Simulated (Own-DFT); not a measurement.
Simulation results for TiSi₂ (C49 TiSi2 crystal, atoms displaced)

All values are calculated (Own-DFT development build). A calculation, not a measurement: plane-wave density functional theory by an unreviewed code, no spin, of a simulated periodic cell, stress positive in tension, run twice, with PBE and with PBEsol, both on files made for PBE, so the change isn't that of files made for PBEsol, forces on such cells moved up to 12 meV/angstrom on a denser k mesh; the far tail of each file's local potential was reset to the Coulomb form; each entry is a single point on an unrelaxed cell, so the pressure reflects the starting lattice, taken from the Materials Project, from which strain is counted, and rises with the displacements; printed positions are rounded, which can move forces by about a meV/angstrom; the program, named Own-DFT, is a retired in-house code; no spin-orbit coupling; stress was not checked against mesh or cutoff.

### TiSi₂ (C49 TiSi2 crystal, atoms displaced)

```
TiSi2
1.0
      5.2953    -6.7593     3.5652
      7.0604     0.0000    -7.1303
      5.2953     6.7593     3.5652
Ti Si Ti Si Ti Si Ti Si Ti Si Ti Si Ti Si Ti Si Ti Si Ti Si
2 4 2 4 2 4 2 4 2 4 2 4 2 4 2 4 2 4 2 4
Direct
  0.94529 0.91893 0.14403
  0.85203 0.86673 0.63501
  0.60885 0.92214 0.48446
  0.18261 0.88332 0.29799
  0.90579 0.05075 0.39143
  0.88801 0.77680 0.37821
  0.93801 0.41627 0.14019
  0.83950 0.36639 0.63553
  0.60376 0.41410 0.48923
  0.20441 0.37154 0.30728
  0.90222 0.52640 0.40379
  0.88979 0.27638 0.39572
  0.74775 0.73137 0.95186
  0.65112 0.66851 0.42975
  0.41953 0.71376 0.30773
  0.99485 0.66992 0.09671
  0.71488 0.84063 0.20915
  0.69942 0.59771 0.21209
  0.53644 0.02095 0.77215
  0.44862 0.99246 0.23801
  0.20016 0.02115 0.10478
  0.77766 0.98415 0.92791
  0.51388 0.12498 0.99359
  0.48101 0.88867 0.01346
  0.75365 0.21467 0.96967
  0.64814 0.19397 0.44708
  0.41512 0.22014 0.29745
  0.00666 0.17581 0.10685
  0.71847 0.31768 0.19913
  0.70869 0.06858 0.19581
  0.54288 0.53199 0.74542
  0.44862 0.48234 0.25244
  0.20373 0.51983 0.07627
  0.76966 0.47802 0.89575
  0.50010 0.61671 0.00291
  0.49301 0.39438 0.99356
  0.34327 0.82663 0.54939
  0.25637 0.79174 0.04356
  0.01373 0.82036 0.91910
  0.59144 0.77989 0.70865
  0.30401 0.93256 0.79268
  0.30385 0.67065 0.79187
  0.33135 0.33341 0.56431
  0.23638 0.26539 0.02894
  0.02051 0.31588 0.90251
  0.59684 0.27452 0.68652
  0.31151 0.42519 0.80370
  0.30534 0.18148 0.80770
  0.14979 0.63401 0.35826
  0.04574 0.59539 0.82977
  0.80891 0.64142 0.70801
  0.39882 0.58769 0.49783
  0.12394 0.74259 0.60754
  0.10161 0.45685 0.61288
  0.16767 0.13105 0.34783
  0.05701 0.05231 0.86030
  0.81462 0.11081 0.67981
  0.39899 0.06992 0.51798
  0.08563 0.22358 0.58745
  0.10009 0.97435 0.61177
```

```
functional                                        : PBE, then PBEsol
potential files                                   : PseudoDojo norm-conserving, scalar-relativistic, standard set
wave cutoff                                       : 42 hartree
occupations                                       : cold (Marzari-Vanderbilt)
smearing width                                    : 0.2 eV
k mesh                                            : 4 x 4 x 4 centred on Gamma
PBE pressure                                      : 8.21 GPa
PBE stress xx                                     : -7.86 GPa
PBE stress yy                                     : -8.06 GPa
PBE stress zz                                     : -8.7 GPa
PBE stress yz                                     : -1.56 GPa
PBE stress xz                                     : 0.22 GPa
PBE stress xy                                     : -0.11 GPa
PBEsol pressure                                   : 4.89 GPa
PBEsol stress xx                                  : -4.42 GPa
PBEsol stress yy                                  : -4.47 GPa
PBEsol stress zz                                  : -5.78 GPa
PBEsol stress yz                                  : -1.6 GPa
PBEsol stress xz                                  : 0.23 GPa
PBEsol stress xy                                  : -0.14 GPa
rms change of force components from PBE to PBEsol : 0.028 eV/Å
```

Force:
| force element | PBE force x (eV/Å) | PBE force y (eV/Å) | PBE force z (eV/Å) | PBEsol force x (eV/Å) | PBEsol force y (eV/Å) | PBEsol force z (eV/Å) |
| --- | --- | --- | --- | --- | --- | --- |
| Ti | 1.926 | 0.502 | 0.009 | 1.891 | 0.48 | -0.002 |
| Ti | 1.933 | -0.172 | -0.78 | 1.924 | -0.144 | -0.764 |
| Si | 0.289 | -0.127 | -0.261 | 0.277 | -0.191 | -0.252 |
| Si | 0.713 | 1.229 | 2.817 | 0.704 | 1.278 | 2.843 |
| Si | -1.536 | 0.173 | 2.271 | -1.557 | 0.168 | 2.306 |
| Si | 2.827 | 0.191 | 2.705 | 2.871 | 0.184 | 2.73 |
| Ti | 2.275 | -0.3 | -0.46 | 2.243 | -0.326 | -0.435 |
| Ti | 2.221 | -0.035 | 0.52 | 2.165 | -0.034 | 0.504 |
| Si | 1.585 | -0.572 | -3.336 | 1.567 | -0.648 | -3.348 |
| Si | -0.054 | 0.313 | -1.667 | -0.046 | 0.369 | -1.657 |
| Si | 0.044 | -0.351 | 0.314 | 0.04 | -0.334 | 0.321 |
| Si | 1.72 | -0.709 | -0.739 | 1.746 | -0.679 | -0.768 |
| Ti | -0.019 | 0.963 | 0.076 | -0.017 | 0.911 | 0.084 |
| Ti | 3.531 | 2.113 | 1.255 | 3.496 | 2.1 | 1.231 |
| Si | -0.754 | -1.892 | -5.749 | -0.747 | -1.955 | -5.763 |
| Si | 0.01 | 2.206 | 2.248 | -0.002 | 2.281 | 2.246 |
| Si | -3.874 | 0.775 | -1.384 | -3.912 | 0.765 | -1.403 |
| Si | -2.764 | -2.267 | 0.336 | -2.76 | -2.235 | 0.343 |
| Ti | 0.108 | -3.33 | -0.586 | 0.108 | -3.307 | -0.583 |
| Ti | -0.325 | 0.457 | 2.413 | -0.327 | 0.474 | 2.398 |
| Si | 0.216 | -2.623 | -0.997 | 0.212 | -2.711 | -1.009 |
| Si | -1.582 | -1.355 | 0.52 | -1.561 | -1.324 | 0.527 |
| Si | 0.508 | 1.729 | -0.642 | 0.515 | 1.705 | -0.645 |
| Si | -0.207 | -1.829 | 0.781 | -0.215 | -1.799 | 0.787 |
| Ti | 0.103 | -1.585 | -2.315 | 0.11 | -1.569 | -2.274 |
| Ti | -2.761 | -1.29 | 2.704 | -2.708 | -1.276 | 2.689 |
| Si | 0.325 | -0.306 | -1.606 | 0.315 | -0.355 | -1.577 |
| Si | -1.042 | 2 | 0.043 | -1.027 | 2.051 | 0.032 |
| Si | -0.835 | 1.355 | -1.663 | -0.849 | 1.326 | -1.683 |
| Si | 1.159 | 0.908 | -1.36 | 1.16 | 0.889 | -1.389 |
| Ti | -0.38 | -0.14 | 0.291 | -0.376 | -0.124 | 0.292 |
| Ti | -1.375 | -0.957 | 0.592 | -1.339 | -0.922 | 0.584 |
| Si | 0.706 | -0.014 | 0.424 | 0.687 | -0.065 | 0.428 |
| Si | 1.121 | -0.284 | 1.98 | 1.101 | -0.238 | 1.992 |
| Si | 1.844 | -0.107 | -1.548 | 1.87 | -0.104 | -1.576 |
| Si | -0.65 | 0.04 | 2.698 | -0.656 | 0.036 | 2.737 |
| Ti | 1.237 | -1.388 | -0.15 | 1.223 | -1.381 | -0.136 |
| Ti | -1.436 | 0.742 | 2.348 | -1.425 | 0.776 | 2.3 |
| Si | -1.676 | -1.992 | -3.499 | -1.643 | -2.046 | -3.533 |
| Si | -0.227 | 0.378 | -0.427 | -0.221 | 0.444 | -0.436 |
| Si | -0.158 | 1.053 | 0.743 | -0.149 | 1.046 | 0.757 |
| Si | 1.275 | 0.611 | -0.13 | 1.289 | 0.595 | -0.125 |
| Ti | -0.472 | -2.525 | 0.992 | -0.47 | -2.529 | 0.99 |
| Ti | 4.877 | -0.354 | 2.007 | 4.832 | -0.314 | 2.002 |
| Si | -2.727 | -0.228 | -4.098 | -2.693 | -0.262 | -4.092 |
| Si | 0.683 | 2.553 | 2.09 | 0.672 | 2.592 | 2.1 |
| Si | -0.864 | 0.635 | -0.875 | -0.892 | 0.614 | -0.886 |
| Si | -1.482 | -0.214 | 0.005 | -1.487 | -0.21 | 0.001 |
| Ti | -1.192 | -0.196 | 0.189 | -1.171 | -0.235 | 0.191 |
| Ti | 0.045 | 0.249 | 2.801 | 0.07 | 0.278 | 2.785 |
| Si | -2.805 | -0.769 | 0.334 | -2.748 | -0.837 | 0.327 |
| Si | -0.691 | 2.905 | 3.236 | -0.68 | 2.973 | 3.258 |
| Si | -3.201 | 1.158 | -0.403 | -3.248 | 1.148 | -0.402 |
| Si | 0.402 | 0.4 | -1.877 | 0.432 | 0.392 | -1.883 |
| Ti | -0.98 | 2.106 | 0.08 | -0.982 | 2.061 | 0.073 |
| Ti | 0.931 | -0.419 | -2.551 | 0.943 | -0.391 | -2.52 |
| Si | 0.681 | 0.781 | 0.278 | 0.668 | 0.74 | 0.281 |
| Si | 0.224 | 0.18 | -0.85 | 0.217 | 0.239 | -0.857 |
| Si | 0.901 | 0.141 | 0.835 | 0.909 | 0.13 | 0.844 |
| Si | -0.351 | -0.518 | -0.983 | -0.35 | -0.504 | -0.984 |
